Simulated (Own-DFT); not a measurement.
# What a defect does to the pressure of its cell: grey tin

Source: density functional calculations with Own-DFT, an unreviewed in-house program that is no longer used. Nothing was measured or relaxed, and spin and spin-orbit coupling are left out.

Settings: PBE; PseudoDojo norm-conserving scalar-relativistic files; cutoff 42 hartree; 3 x 3 x 3 k mesh centred on Gamma; cold (Marzari-Vanderbilt) smearing of 0.2 eV.

Limits (not all hold for every row): not probed for a lower state with spin; forces on such cells moved up to 12 meV/angstrom on a denser k mesh; stress not checked against mesh or cutoff.

All runs share one cell, with vectors in Å (12.978, 0.000, 0.000); (0.000, 12.978, 0.000); (0.000, 0.000, 12.978) and a volume of 2185.9 Å³. u is the rms random offset of the atoms per axis. The defect's site can differ from row to row.

```
cell,formula,u (Å),P (GPa)
no defect,Sn64,0.0204,3.38
no defect,Sn64,0.0501,3.64
no defect,Sn64,0.0530,3.62
one Sn vacancy,Sn63,0.0308,3.24
one Sn vacancy,Sn63,0.0323,3.22
one Sn vacancy,Sn63,0.0540,3.40
two Sn vacancies,Sn62,0.0291,3.16
two Sn vacancies,Sn62,0.0307,3.16
two Sn vacancies,Sn62,0.0460,3.28
two Sn vacancies,Sn62,0.0516,?
```

## Analysis

P = P0 + c u² + a shift for each defect gives P0 = 3.36 GPa, c = 100 ± 9 GPa/Å² and a scatter of 0.02 GPa. The shifts, and each times the cell's volume:

- one Sn vacancy: -0.23 ± 0.02 GPa, -3.2 eV
- two Sn vacancies: -0.28 ± 0.02 GPa, -3.9 eV (-1.9 eV for each of its 2 sites)

Against the defect-free cell, a freed cell would be larger where the shift is positive and smaller where it is negative (160.2 GPa Å³ is 1 eV). The atoms around the defects weren't relaxed, which would change these numbers.

## Prediction

Question: what pressure belongs in the blank (two Sn vacancies, u = 0.0516 Å)?

Estimate: 3.34 ± 0.03 GPa. DFT gave 3.29 GPa.
